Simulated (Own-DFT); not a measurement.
## Calculated data, AlGa3N4 (wurtzite random alloy, atoms displaced)

Computed with Own-DFT development build. A calculation, not a measurement: plane-wave density functional theory by an unreviewed code, no spin, of a simulated periodic cell, stress positive in tension, run twice, with PBE and with PBEsol, both on files made for PBE, so the change isn't that of files made for PBEsol, forces on such cells passed a denser k mesh, this cell's mesh not checked; the far tail of each file's local potential was reset to the Coulomb form; each entry is a single point on an unrelaxed cell, so the pressure reflects the starting lattice, mostly measured values (interpolated for alloys), from which strain is counted, and rises with the displacements; printed positions are rounded, which can move forces by about a meV/angstrom; the program, named Own-DFT, is a retired in-house code; no spin-orbit coupling; stress was not checked against mesh or cutoff.

```cif
# cell vector a (Å): 9.5092 0.0000 0.0000
# cell vector b (Å): -4.7546 8.2353 0.0000
# cell vector c (Å): 0.0000 0.0000 10.2685
data_AlGa3N4
_symmetry_space_group_name_H-M 'P 1'
_symmetry_Int_Tables_number 1
_cell_length_a 9.5092
_cell_length_b 9.5093
_cell_length_c 10.2685
_cell_angle_alpha 90.000
_cell_angle_beta 90.000
_cell_angle_gamma 120.000
_cell_volume 804.14
loop_
_atom_site_label
_atom_site_type_symbol
_atom_site_fract_x
_atom_site_fract_y
_atom_site_fract_z
_atom_site_occupancy
Ga1 Ga 0.11148 0.22274 0.00038 1
Ga2 Ga 0.22839 0.10989 0.25253 1
N1 N 0.11788 0.22198 0.18513 1
N2 N 0.22541 0.11649 0.43458 1
Ga3 Ga 0.11140 0.22176 0.49970 1
Al1 Al 0.22609 0.11146 0.75084 1
N3 N 0.11291 0.22325 0.68512 1
N4 N 0.22726 0.11590 0.94343 1
Al2 Al 0.10913 0.55269 0.99991 1
Ga4 Ga 0.22139 0.44111 0.24845 1
N5 N 0.10765 0.55759 0.18781 1
N6 N 0.22463 0.44983 0.44011 1
Al3 Al 0.11182 0.55283 0.49817 1
Al4 Al 0.21473 0.44108 0.75530 1
N7 N 0.11483 0.55915 0.68861 1
N8 N 0.22283 0.44437 0.94219 1
Ga5 Ga 0.10879 0.88565 0.99623 1
Ga6 Ga 0.22587 0.78147 0.25463 1
N9 N 0.10697 0.88672 0.18813 1
N10 N 0.21611 0.77601 0.43855 1
Ga7 Ga 0.11159 0.88782 0.49612 1
Ga8 Ga 0.21905 0.78330 0.75026 1
N11 N 0.11127 0.88733 0.68785 1
N12 N 0.21992 0.77295 0.93839 1
Ga9 Ga 0.44882 0.22419 0.99929 1
Ga10 Ga 0.55496 0.11541 0.25256 1
N13 N 0.44513 0.22107 0.18598 1
N14 N 0.55424 0.11164 0.43857 1
Al5 Al 0.44364 0.21413 0.50273 1
Ga11 Ga 0.55662 0.11082 0.75223 1
N15 N 0.44707 0.22371 0.68581 1
N16 N 0.54953 0.11103 0.94022 1
Ga12 Ga 0.43950 0.54667 0.00526 1
Ga13 Ga 0.55076 0.44466 0.24595 1
N17 N 0.44270 0.55634 0.19185 1
N18 N 0.54809 0.44255 0.43369 1
Ga14 Ga 0.44348 0.55268 0.49825 1
Al6 Al 0.55557 0.44536 0.75241 1
N19 N 0.44243 0.55631 0.69013 1
N20 N 0.55411 0.43994 0.93922 1
Ga15 Ga 0.44416 0.89666 0.99754 1
Ga16 Ga 0.55349 0.77204 0.24653 1
N21 N 0.44476 0.89088 0.19298 1
N22 N 0.55623 0.78187 0.44404 1
Ga17 Ga 0.45073 0.89131 0.50223 1
Ga18 Ga 0.55536 0.77570 0.75116 1
N23 N 0.44326 0.88638 0.68866 1
N24 N 0.55653 0.77949 0.93563 1
Ga19 Ga 0.77506 0.22078 0.99962 1
Ga20 Ga 0.89702 0.11498 0.24928 1
N25 N 0.77876 0.22421 0.19046 1
N26 N 0.88833 0.11423 0.43643 1
Ga21 Ga 0.78072 0.21948 0.49557 1
Al7 Al 0.89331 0.11062 0.74754 1
N27 N 0.77596 0.22385 0.68523 1
N28 N 0.88349 0.10699 0.94314 1
Ga22 Ga 0.77764 0.54957 0.00214 1
Al8 Al 0.89111 0.44596 0.24952 1
N29 N 0.77742 0.55138 0.18767 1
N30 N 0.88436 0.44327 0.44376 1
Al9 Al 0.78483 0.55635 0.49901 1
Ga23 Ga 0.88784 0.44737 0.75199 1
N31 N 0.77183 0.55127 0.68370 1
N32 N 0.88841 0.44224 0.93807 1
Ga24 Ga 0.77646 0.88691 0.99792 1
Ga25 Ga 0.88757 0.77819 0.25019 1
N33 N 0.78210 0.89132 0.18969 1
N34 N 0.89080 0.77396 0.44543 1
Ga26 Ga 0.77560 0.89245 0.50302 1
Ga27 Ga 0.88661 0.77544 0.75022 1
N35 N 0.77146 0.88878 0.69244 1
N36 N 0.88561 0.77828 0.94057 1
_calc_functional 'PBE, then PBEsol'
_calc_potential_files 'PseudoDojo norm-conserving, scalar-relativistic, standard set'
_calc_wave_cutoff 42  # hartree
_calc_occupations 'Fermi-Dirac'
_calc_smearing_width 0.1  # eV
_calc_k_mesh '4 x 4 x 3 centred on Gamma'
_calc_PBE_pressure 6.12  # GPa
_calc_PBE_stress_xx -6.26  # GPa
_calc_PBE_stress_yy -5.39  # GPa
_calc_PBE_stress_zz -6.72  # GPa
_calc_PBE_stress_yz -0.17  # GPa
_calc_PBE_stress_xz 0.56  # GPa
_calc_PBE_stress_xy 0.66  # GPa
_calc_PBEsol_pressure 1.24  # GPa
_calc_PBEsol_stress_xx -1.35  # GPa
_calc_PBEsol_stress_yy -0.51  # GPa
_calc_PBEsol_stress_zz -1.86  # GPa
_calc_PBEsol_stress_yz -0.16  # GPa
_calc_PBEsol_stress_xz 0.55  # GPa
_calc_PBEsol_stress_xy 0.65  # GPa
_calc_rms_change_of_force_components_from_PBE_to_PBEsol 0.065  # eV/angstrom
```

Force:
```csv
force element,PBE force x (eV/Å),PBE force y (eV/Å),PBE force z (eV/Å),PBEsol force x (eV/Å),PBEsol force y (eV/Å),PBEsol force z (eV/Å)
Ga,-0.211,-0.571,-0.269,-0.187,-0.556,-0.226
Ga,-0.615,-0.281,-1.173,-0.614,-0.27,-1.146
N,-0.251,0.035,0.849,-0.259,0.042,0.833
N,0.741,-0.415,1.514,0.6,-0.478,1.417
Ga,0.077,0.522,-0.45,0.08,0.508,-0.444
Al,-0.212,0.121,-0.059,-0.207,0.11,-0.056
N,0.045,-0.37,1.89,0.058,-0.364,1.691
N,-0.343,-0.787,-1.917,-0.339,-0.767,-1.744
Al,0.059,0.393,0.207,0.065,0.387,0.209
Ga,-0.831,0.36,0.448,-0.787,0.353,0.441
N,0.174,-0.639,-0.408,0.303,-0.546,-0.305
N,-0.978,-0.566,-0.389,-0.8,-0.636,-0.441
Al,-0.659,0.483,0.518,-0.67,0.478,0.517
Al,0.818,0.866,-0.93,0.817,0.861,-0.927
N,0.156,-0.882,-0.332,0.024,-0.785,-0.23
N,-1.237,0.166,-0.848,-1.071,0.08,-0.721
Ga,0.07,0.441,0.749,0.068,0.436,0.749
Ga,-0.535,-0.372,-0.893,-0.523,-0.354,-0.867
N,0.609,0.274,0.005,0.599,0.268,0.011
N,1.341,-0.783,0.809,1.297,-0.615,0.73
Ga,-0.226,0.616,0.517,-0.227,0.587,0.501
Ga,1.421,-0.943,-0.114,1.383,-0.927,-0.114
N,-1.016,1.677,0.253,-0.984,1.495,0.207
N,-0.165,-0.426,0.38,-0.172,-0.249,0.309
Ga,-0.822,-0.296,0.453,-0.806,-0.292,0.458
Ga,0.762,-0.392,-0.288,0.751,-0.397,-0.281
N,-0.101,0.405,0.151,-0.097,0.394,0.152
N,-0.297,0.242,0.519,-0.139,0.149,0.44
Al,-0.512,1.463,-0.645,-0.515,1.455,-0.65
Ga,0.049,-0.139,-0.735,0.045,-0.13,-0.722
N,-0.961,0.093,0.561,-0.818,0.024,0.622
N,1.141,0.476,-0.528,1.117,0.461,-0.518
Ga,0.282,1.452,-1.005,0.275,1.406,-0.967
Ga,1.058,-0.386,0.775,1.018,-0.374,0.763
N,-0.068,-0.455,-0.664,-0.06,-0.45,-0.658
N,1.971,-0.651,1.047,1.818,-0.563,0.94
Ga,0.169,0.603,0.813,0.161,0.59,0.783
Al,-0.41,-0.029,-0.86,-0.396,-0.026,-0.846
N,0.074,-1.579,0.711,0.065,-1.405,0.607
N,0.052,0.892,-0.856,0.05,0.859,-0.668
Ga,0.53,-1.73,0.832,0.512,-1.679,0.811
Ga,-0.012,1.821,0.972,-0.016,1.779,0.953
N,0.324,0.03,-0.791,0.306,0.029,-0.775
N,0.518,-0.838,-1.225,0.502,-0.815,-1.191
Ga,-1.3,-0.277,-0.151,-1.253,-0.267,-0.149
Ga,-0.86,-0.31,-0.191,-0.835,-0.299,-0.194
N,-0.267,0.539,0.482,-0.257,0.536,0.466
N,-0.537,-0.64,1.361,-0.516,-0.615,1.318
Ga,0.109,-0.189,0.418,0.104,-0.192,0.419
Ga,-0.61,-0.289,-0.499,-0.601,-0.296,-0.485
N,0.222,0.696,0.162,0.213,0.536,0.103
N,1.187,-0.577,0.124,1.154,-0.559,0.124
Ga,-1.357,0.679,0.74,-1.332,0.665,0.727
Al,-1.057,0.134,0.453,-1.057,0.138,0.451
N,1.464,-0.635,0.911,1.324,-0.566,0.854
N,0.606,0.861,-1.811,0.59,0.839,-1.648
Ga,-0.435,0.776,-0.285,-0.438,0.753,-0.269
Al,-0.325,-0.213,0.471,-0.322,-0.222,0.49
N,0.208,-0.02,0.759,0.069,0.054,0.676
N,1.247,0.755,-1.442,1.258,0.572,-1.388
Al,-1.698,-0.521,-0.026,-1.712,-0.524,-0.027
Ga,0.352,-0.242,-1.102,0.326,-0.235,-1.08
N,-0.425,0.188,0.488,-0.283,0.259,0.596
N,0.808,0.394,0.444,0.653,0.311,0.381
Ga,-0.45,-0.049,0.633,-0.435,-0.042,0.626
Ga,0.29,-0.426,0.44,0.283,-0.397,0.418
N,-0.658,-0.305,-0.081,-0.635,-0.308,-0.084
N,-1.131,-0.029,-0.655,-1.093,0.146,-0.701
Ga,0.82,-0.586,-0.21,0.789,-0.58,-0.204
Ga,-0.246,-0.053,-0.321,-0.237,-0.062,-0.315
N,1.374,1.273,-0.179,1.332,1.088,-0.228
N,0.695,-0.835,-0.528,0.685,-0.808,-0.524
```
